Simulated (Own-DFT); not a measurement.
GaN (wurtzite, strained, atoms displaced) (calculated)

A calculation, not a measurement: plane-wave PBE density functional theory by an unreviewed code, no spin, of a simulated periodic cell, stress positive in tension, free energy of the whole cell less one offset for each atom, forces on such cells passed a denser k mesh, this cell's mesh not checked; offsets are fitted by least squares, one for each functional and potential file, so energies compare only between cells with the same atoms and settings and are not formation energies; the far tail of each file's local potential was reset to the Coulomb form; each entry is a single point on an unrelaxed cell, so the pressure reflects the starting lattice, mostly measured values (interpolated for alloys), from which strain is counted, and rises with the displacements; printed positions are rounded, which can move forces by about a meV/angstrom; the program, named Own-DFT, is a retired in-house code; no spin-orbit coupling. Program: Own-DFT development build.

Settings shared by all entries: functional PBE; potential files PseudoDojo norm-conserving, scalar-relativistic, standard set with the stringent files for Ga; wave cutoff 96 hartree; occupations Gaussian; smearing width 0.01 eV; k mesh 3 x 4 x 3 centred on Gamma.

```yaml
- entry: 1
  formula: GaN
  kind: "wurtzite, strained, atoms displaced"
  structure:
    cell_angstrom: [[12.756, 0.0, 0.0], [-4.7835, 8.2853, 0.0], [0.0, 0.0, 10.2144]]
    atoms_fractional:
      - [Ga, 0.08473, 0.22729, 0.00674]
      - [Ga, 0.16441, 0.10106, 0.2509]
      - ["N", 0.08506, 0.22449, 0.19022]
      - ["N", 0.16357, 0.09983, 0.44253]
      - [Ga, 0.08615, 0.22826, 0.49898]
      - [Ga, 0.17123, 0.10924, 0.74988]
      - ["N", 0.08965, 0.23358, 0.69151]
      - ["N", 0.16777, 0.11155, 0.93368]
      - [Ga, 0.08503, 0.55321, 0.99968]
      - [Ga, 0.16372, 0.44498, 0.24336]
      - ["N", 0.08553, 0.55662, 0.17978]
      - ["N", 0.16456, 0.44275, 0.43453]
      - [Ga, 0.07728, 0.54869, 0.49787]
      - [Ga, 0.16056, 0.43493, 0.75676]
      - ["N", 0.08695, 0.55697, 0.68117]
      - ["N", 0.1699, 0.44951, 0.94023]
      - [Ga, 0.08182, 0.88108, 0.00157]
      - [Ga, 0.16827, 0.77931, 0.26003]
      - ["N", 0.08685, 0.90185, 0.18529]
      - ["N", 0.16531, 0.78636, 0.43541]
      - [Ga, 0.07693, 0.87375, 0.49214]
      - [Ga, 0.16703, 0.78415, 0.75066]
      - ["N", 0.07906, 0.88599, 0.68567]
      - ["N", 0.1679, 0.77326, 0.94159]
      - [Ga, 0.32761, 0.22025, 0.00226]
      - [Ga, 0.41564, 0.11001, 0.25258]
      - ["N", 0.32884, 0.22116, 0.1984]
      - ["N", 0.41143, 0.10598, 0.43878]
      - [Ga, 0.34339, 0.23828, 0.50699]
      - [Ga, 0.41616, 0.11981, 0.75101]
      - ["N", 0.32915, 0.2272, 0.67863]
      - ["N", 0.41315, 0.09828, 0.93663]
      - [Ga, 0.33697, 0.55854, 0.00282]
      - [Ga, 0.41116, 0.44782, 0.2521]
      - ["N", 0.3242, 0.55967, 0.19885]
      - ["N", 0.42224, 0.43688, 0.43661]
      - [Ga, 0.33319, 0.56125, 0.50813]
      - [Ga, 0.41394, 0.4311, 0.74767]
      - ["N", 0.33611, 0.56446, 0.68809]
      - ["N", 0.41431, 0.43663, 0.94249]
      - [Ga, 0.33226, 0.88297, 0.00494]
      - [Ga, 0.41009, 0.77529, 0.24807]
      - ["N", 0.32897, 0.88546, 0.18773]
      - ["N", 0.42633, 0.78533, 0.43637]
      - [Ga, 0.3339, 0.88892, 0.49777]
      - [Ga, 0.41672, 0.77071, 0.75234]
      - ["N", 0.34231, 0.89897, 0.69401]
      - ["N", 0.41206, 0.77462, 0.93429]
      - [Ga, 0.57713, 0.22675, 0.00197]
      - [Ga, 0.65558, 0.09706, 0.2493]
      - ["N", 0.57869, 0.22554, 0.20095]
      - ["N", 0.6655, 0.1121, 0.4334]
      - [Ga, 0.58708, 0.22936, 0.50286]
      - [Ga, 0.67159, 0.11461, 0.74906]
      - ["N", 0.58896, 0.22985, 0.69147]
      - ["N", 0.67107, 0.09858, 0.94382]
      - [Ga, 0.59087, 0.56306, 0.98961]
      - [Ga, 0.66502, 0.44393, 0.25414]
      - ["N", 0.57816, 0.5449, 0.1925]
      - ["N", 0.6669, 0.4434, 0.4356]
      - [Ga, 0.58494, 0.55261, 0.50383]
      - [Ga, 0.662, 0.44259, 0.74984]
      - ["N", 0.58159, 0.56043, 0.69175]
      - ["N", 0.66677, 0.4379, 0.9424]
      - [Ga, 0.58432, 0.8956, 0.00591]
      - [Ga, 0.66888, 0.78188, 0.24948]
      - ["N", 0.58529, 0.88752, 0.18897]
      - ["N", 0.66975, 0.77309, 0.4391]
      - [Ga, 0.58444, 0.8825, 0.50095]
      - [Ga, 0.67465, 0.77746, 0.74314]
      - ["N", 0.59047, 0.88181, 0.69958]
      - ["N", 0.66048, 0.77545, 0.9267]
      - [Ga, 0.82666, 0.22073, 0.99506]
      - [Ga, 0.92032, 0.11181, 0.25219]
      - ["N", 0.84032, 0.22964, 0.18914]
      - ["N", 0.92135, 0.10845, 0.43403]
      - [Ga, 0.83507, 0.22634, 0.5037]
      - [Ga, 0.92479, 0.10985, 0.75295]
      - ["N", 0.83921, 0.22634, 0.6926]
      - ["N", 0.9226, 0.11192, 0.94043]
      - [Ga, 0.83649, 0.55866, 0.99221]
      - [Ga, 0.92394, 0.45187, 0.24755]
      - ["N", 0.83422, 0.56092, 0.18039]
      - ["N", 0.91567, 0.44725, 0.43401]
      - [Ga, 0.82432, 0.54838, 0.49409]
      - [Ga, 0.90456, 0.43533, 0.74264]
      - ["N", 0.83509, 0.55358, 0.69033]
      - ["N", 0.92234, 0.451, 0.93608]
      - [Ga, 0.83546, 0.88709, 0.99979]
      - [Ga, 0.91898, 0.77399, 0.25287]
      - ["N", 0.82967, 0.88908, 0.18933]
      - ["N", 0.91893, 0.78038, 0.44586]
      - [Ga, 0.83348, 0.88977, 0.49265]
      - [Ga, 0.9182, 0.77343, 0.75154]
      - ["N", 0.82837, 0.88244, 0.68887]
      - ["N", 0.92199, 0.78015, 0.94127]
  results:
    "free_energy_of_cell_above_offsets [eV]": "-2.859"
    "pressure [GPa]": 10.34
    "stress_xx [GPa]": -6.55
    "stress_yy [GPa]": -10.03
    "stress_zz [GPa]": -14.45
    "stress_yz [GPa]": -0.4
    "stress_xz [GPa]": -0.02
    "stress_xy [GPa]": -1.26
    force_element: [Ga, Ga, "N", "N", Ga, Ga, "N", "N", Ga, Ga, "N", "N", Ga, Ga, "N", "N", Ga, Ga, "N", "N", Ga, Ga, "N", "N", Ga, Ga, "N", "N", Ga, Ga, "N", "N", Ga, Ga, "N", "N", Ga, Ga, "N", "N", Ga, Ga, "N", "N", Ga, Ga, "N", "N", Ga, Ga, "N", "N", Ga, Ga, "N", "N", Ga, Ga, "N", "N", Ga, Ga, "N", "N", Ga, Ga, "N", "N", Ga, Ga, "N", "N", Ga, Ga, "N", "N", Ga, Ga, "N", "N", Ga, Ga, "N", "N", Ga, Ga, "N", "N", Ga, Ga, "N", "N", Ga, Ga, "N", "N"]
    "force_x [eV/angstrom]": [0.475, -0.501, 0.405, -0.116, 0.962, -1.618, 0.362, -0.387, -0.447, -0.617, -0.429, 0.287, 0.814, 0.068, -0.729, 0.516, 0.863, -0.548, 0.186, 2.199, -0.223, 0.893, 0.701, -0.545, 0.902, -1.059, 0.504, 0.818, -0.835, 0.811, 1.213, -0.523, -0.111, 0.676, 2.262, -1.267, 0.251, -1.108, 0.224, 0.265, -0.38, 0.951, 0.34, -1.499, 0.174, 0.165, -0.74, 1.036, 0.896, 1.026, 1.135, 0.571, -0.378, -0.167, -0.413, -2.732, -0.943, 0.34, -0.455, -0.663, -0.389, 0.748, 0.674, -0.13, 0.074, 0.033, -1.185, -0.695, 0.492, -1.541, -2.098, 1.155, 2.612, -0.821, -0.945, -1.134, 0.197, -0.575, 0.017, -0.851, 0.239, -1.067, 0.174, -0.273, 1.613, 2.6, -1.98, -0.708, -0.851, -0.779, 1.285, -1.371, 0.434, -0.563, 2.807, -1.053]
    "force_y [eV/angstrom]": [-0.432, 2.778, -0.415, 1.388, -1.26, -0.423, -2.642, -0.477, 0.34, -0.811, 0.949, 0.962, 0.898, 2.968, -0.034, -0.648, 1.143, -0.241, -3.494, -2.119, 2.811, -0.861, 0.505, 0.5, -0.567, 0.106, 0.236, 1.138, -3.553, -0.93, -1.091, 1.651, -0.289, -0.462, -0.281, 2.675, -0.431, 2.81, -2.44, 0.858, -0.159, 0.861, 0.69, -1.134, 0.186, 2.01, -0.731, 0.295, -1.473, 2.799, -0.933, -0.185, -1.865, -1.484, -1.035, 2.11, -0.972, 0.604, 1.689, -0.025, 0.431, 1.169, -1.772, 1.062, -2.621, -1.762, -1.157, 0.015, 1.179, -0.311, 1.507, 0.642, 1.316, 0.295, -0.911, 0.719, -0.938, -0.361, -1.925, -0.13, -0.538, -0.839, -0.628, -0.248, 1.401, 2.148, 0.195, -1.135, 0.247, 0.731, 0.008, -1.887, 0.266, 0.504, 1.626, -0.36]
    "force_z [eV/angstrom]": [-1.066, 1.575, 0.337, 0.097, 0.002, -0.797, -0.95, 1.007, -1.263, 1.152, 2.138, 0.156, -0.018, -0.688, 1.43, 0.621, -0.541, -3.214, 0.326, 1.437, 2.068, -0.295, 0.191, -0.427, 0.951, 0.027, -1.395, 0.919, -3.735, -0.498, 3.223, 0.751, -0.119, -0.525, -1.699, 0.537, -2.003, 1.16, 0.956, -0.685, -1.317, 0.522, 0.955, 0.232, 1.132, -0.465, -0.962, 2.032, 0.876, -0.187, -1.898, 1.857, -0.855, 0.478, -0.142, -1.509, 1.73, -1.704, -1.059, 1.203, -0.71, 0.397, -0.328, -1.013, -1.465, -0.033, 0.236, -0.049, 0.946, 1.013, -1.892, 2.174, 1.441, -1.419, -0.189, 1.725, -1.457, -0.261, -0.757, 0.018, 0.618, -0.963, 1.287, 0.605, 1.052, 1.467, -0.883, -0.519, -0.201, -0.585, 0.022, -1.494, 1.196, -0.462, -0.894, -0.673]
- entry: 2
  formula: GaN
  kind: "wurtzite, strained, atoms displaced"
  structure:
    cell_angstrom: [[12.756, 0.0, 0.0], [-4.7835, 8.2853, 0.0], [0.0, 0.0, 10.2144]]
    atoms_fractional:
      - [Ga, 0.08094, 0.2274, 0.99691]
      - [Ga, 0.16059, 0.10417, 0.25488]
      - ["N", 0.08096, 0.2221, 0.19035]
      - ["N", 0.16912, 0.11698, 0.43147]
      - [Ga, 0.08743, 0.22821, 0.50321]
      - [Ga, 0.16754, 0.10905, 0.74214]
      - ["N", 0.08571, 0.23223, 0.68318]
      - ["N", 0.17367, 0.116, 0.93444]
      - [Ga, 0.08238, 0.5614, 0.00254]
      - [Ga, 0.16809, 0.45071, 0.24489]
      - ["N", 0.08191, 0.54622, 0.18653]
      - ["N", 0.17131, 0.44549, 0.43756]
      - [Ga, 0.08498, 0.55667, 0.49457]
      - [Ga, 0.16527, 0.44449, 0.75243]
      - ["N", 0.08376, 0.55105, 0.6869]
      - ["N", 0.16739, 0.45347, 0.93323]
      - [Ga, 0.0812, 0.88371, 0.00062]
      - [Ga, 0.16921, 0.77673, 0.25819]
      - ["N", 0.08725, 0.89569, 0.16968]
      - ["N", 0.16711, 0.78231, 0.43089]
      - [Ga, 0.08786, 0.89522, 0.50039]
      - [Ga, 0.17267, 0.77343, 0.74866]
      - ["N", 0.08011, 0.89326, 0.68923]
      - ["N", 0.16783, 0.78345, 0.92722]
      - [Ga, 0.32489, 0.21922, 0.99474]
      - [Ga, 0.41909, 0.11604, 0.24904]
      - ["N", 0.33068, 0.21714, 0.18542]
      - ["N", 0.41907, 0.11017, 0.44613]
      - [Ga, 0.3358, 0.22713, 0.50275]
      - [Ga, 0.41365, 0.10435, 0.75499]
      - ["N", 0.33578, 0.22855, 0.68106]
      - ["N", 0.41714, 0.11596, 0.94134]
      - [Ga, 0.32911, 0.55026, 0.99541]
      - [Ga, 0.41721, 0.44462, 0.24574]
      - ["N", 0.33422, 0.5618, 0.18629]
      - ["N", 0.4123, 0.448, 0.43641]
      - [Ga, 0.32681, 0.55321, 0.49601]
      - [Ga, 0.42106, 0.44848, 0.74262]
      - ["N", 0.33592, 0.55184, 0.68971]
      - ["N", 0.41897, 0.43925, 0.9382]
      - [Ga, 0.32979, 0.89048, 0.01024]
      - [Ga, 0.41231, 0.78189, 0.25233]
      - ["N", 0.32658, 0.8865, 0.18095]
      - ["N", 0.42255, 0.7862, 0.4356]
      - [Ga, 0.32362, 0.8816, 0.49658]
      - [Ga, 0.41888, 0.78223, 0.74925]
      - ["N", 0.33748, 0.88721, 0.6853]
      - ["N", 0.41503, 0.78054, 0.93587]
      - [Ga, 0.58205, 0.21643, 0.00833]
      - [Ga, 0.66211, 0.10306, 0.23956]
      - ["N", 0.58235, 0.21037, 0.19015]
      - ["N", 0.65419, 0.09458, 0.43262]
      - [Ga, 0.58372, 0.2353, 0.51399]
      - [Ga, 0.67336, 0.11053, 0.7527]
      - ["N", 0.58485, 0.22423, 0.68865]
      - ["N", 0.66764, 0.11419, 0.94313]
      - [Ga, 0.57835, 0.5558, 0.99668]
      - [Ga, 0.66506, 0.44841, 0.24446]
      - ["N", 0.58143, 0.55843, 0.18534]
      - ["N", 0.6655, 0.44335, 0.44323]
      - [Ga, 0.58937, 0.55246, 0.50396]
      - [Ga, 0.6592, 0.43549, 0.74734]
      - ["N", 0.59249, 0.56737, 0.69037]
      - ["N", 0.67044, 0.44986, 0.93475]
      - [Ga, 0.5822, 0.89067, 0.99815]
      - [Ga, 0.66639, 0.77049, 0.2499]
      - ["N", 0.58673, 0.89146, 0.18051]
      - ["N", 0.65945, 0.76124, 0.44587]
      - [Ga, 0.58088, 0.87627, 0.49394]
      - [Ga, 0.66894, 0.76999, 0.75521]
      - ["N", 0.58167, 0.89287, 0.68975]
      - ["N", 0.66653, 0.77432, 0.9363]
      - [Ga, 0.83006, 0.2221, 0.0036]
      - [Ga, 0.92598, 0.11547, 0.25261]
      - ["N", 0.82914, 0.21865, 0.18798]
      - ["N", 0.92201, 0.11304, 0.43813]
      - [Ga, 0.83122, 0.22531, 0.49637]
      - [Ga, 0.92551, 0.12105, 0.74654]
      - ["N", 0.83662, 0.22037, 0.68816]
      - ["N", 0.92165, 0.12261, 0.93611]
      - [Ga, 0.83785, 0.54744, 0.99734]
      - [Ga, 0.92075, 0.45158, 0.26238]
      - ["N", 0.83396, 0.55605, 0.17857]
      - ["N", 0.91137, 0.4416, 0.4409]
      - [Ga, 0.82879, 0.55613, 0.49755]
      - [Ga, 0.91732, 0.45454, 0.75753]
      - ["N", 0.83719, 0.55734, 0.68435]
      - ["N", 0.91689, 0.44266, 0.93688]
      - [Ga, 0.83376, 0.87764, 0.00352]
      - [Ga, 0.9141, 0.77373, 0.2436]
      - ["N", 0.82854, 0.8949, 0.18434]
      - ["N", 0.91424, 0.78234, 0.43471]
      - [Ga, 0.83255, 0.8889, 0.49917]
      - [Ga, 0.91335, 0.77401, 0.75121]
      - ["N", 0.83461, 0.88605, 0.68431]
      - ["N", 0.91651, 0.77631, 0.93677]
  results:
    "free_energy_of_cell_above_offsets [eV]": "-3.026"
    "pressure [GPa]": 10.43
    "stress_xx [GPa]": -7.12
    "stress_yy [GPa]": -6.57
    "stress_zz [GPa]": -17.6
    "stress_yz [GPa]": -0.64
    "stress_xz [GPa]": -0.27
    "stress_xy [GPa]": -0.61
    force_element: [Ga, Ga, "N", "N", Ga, Ga, "N", "N", Ga, Ga, "N", "N", Ga, Ga, "N", "N", Ga, Ga, "N", "N", Ga, Ga, "N", "N", Ga, Ga, "N", "N", Ga, Ga, "N", "N", Ga, Ga, "N", "N", Ga, Ga, "N", "N", Ga, Ga, "N", "N", Ga, Ga, "N", "N", Ga, Ga, "N", "N", Ga, Ga, "N", "N", Ga, Ga, "N", "N", Ga, Ga, "N", "N", Ga, Ga, "N", "N", Ga, Ga, "N", "N", Ga, Ga, "N", "N", Ga, Ga, "N", "N", Ga, Ga, "N", "N", Ga, Ga, "N", "N", Ga, Ga, "N", "N", Ga, Ga, "N", "N"]
    "force_x [eV/angstrom]": [1.2, 0.595, 1.54, 0.106, -0.214, -0.3, 1.174, -3.041, 0.445, 1.432, -1.316, -2.207, -0.32, 0.941, -0.608, -0.311, 0.1, -1.069, -0.133, -0.878, -1.418, -0.988, 1.323, 0.058, 2.286, -0.515, -0.256, -0.924, 0.227, 0.11, 0.459, 0.182, 0.877, -0.882, 0.137, 1.442, 2.003, 0.139, -1.171, -1.457, 0.472, 1.391, 0.499, -2.133, 2.613, 0.667, -1.324, -0.124, -0.598, 1.359, -1.463, 0.875, 0.991, -0.599, -0.015, -0.085, 1.441, 0.608, 0.61, 0.426, -2.315, 1.052, -0.456, -0.14, 0.292, -1.009, -0.58, 0.935, 0.012, -0.708, 1.311, -0.138, 1.109, -2.524, 0.929, -0.721, -0.361, -0.78, -0.635, -0.51, -2.018, -0.697, 0.028, 0.615, 0.914, 0.838, -0.971, 0.846, -1.176, -0.072, 1.391, 1.375, -0.539, 0.02, -0.256, 0.561]
    "force_y [eV/angstrom]": [-0.178, 0.94, 0.953, -0.587, -0.596, 1.182, -0.797, -1.277, 0.041, -1.356, 1.77, -0.003, -0.675, 0.533, 0.833, -0.667, 1.02, 0.052, -1.248, -0.988, -0.07, 0.347, -1.078, -0.663, 0.875, -0.472, 0.574, 0.168, -0.128, 0.745, -0.857, -0.723, 1.097, -0.462, -0.483, -0.199, 1.495, -0.123, 0.845, 0.416, 0.039, 0.118, 0.367, -1.686, 1.759, -0.911, 0.148, -0.214, 1.227, 0.334, 2.106, 2.006, -2.972, -0.042, -1.119, -0.271, -0.15, -0.982, -0.863, 0.05, -0.426, 1.522, -2.801, -0.842, -0.708, 1.365, -1.911, 1.866, 1.551, 2.932, -0.646, 0.696, -0.173, -0.596, 1.149, 0.134, -2.209, -1.477, 1.138, -1.546, 0.839, -1.546, -0.369, 1.33, 0.864, -1.315, -0.364, -0.003, 1.473, 1.14, -0.629, -0.675, 0.364, 0.454, 0.748, -0.53]
    "force_z [eV/angstrom]": [0.269, -2.582, -0.879, 2.446, -1.45, 0.945, 1.134, -0.84, -1.199, 0.514, 0.832, -0.907, 1.0, -1.153, -0.531, 1.569, -4.248, -4.238, 5.614, 2.584, -0.028, -1.239, -0.642, 2.377, 1.097, 0.896, 0.462, -1.043, -2.282, -0.703, 2.066, 0.128, -0.08, 0.367, -0.09, 0.169, 0.943, 0.878, -0.453, -0.692, -4.478, -1.293, 4.07, 0.364, 0.606, -0.075, -0.236, 0.826, -1.995, 2.166, 0.375, 0.614, -3.178, -0.459, 2.226, -0.706, -0.185, 0.222, 0.151, -1.763, -0.09, 1.013, -0.537, 1.0, -0.917, 0.397, 1.315, -1.755, 1.492, -0.996, -0.215, 1.195, -0.294, -0.424, 1.068, 0.55, 0.178, 0.257, -0.12, 0.067, -0.887, -2.897, 2.213, 0.702, 0.344, -2.31, 0.428, 0.981, -1.365, -0.091, 1.335, -0.421, -0.157, -0.686, 1.021, 0.344]
```
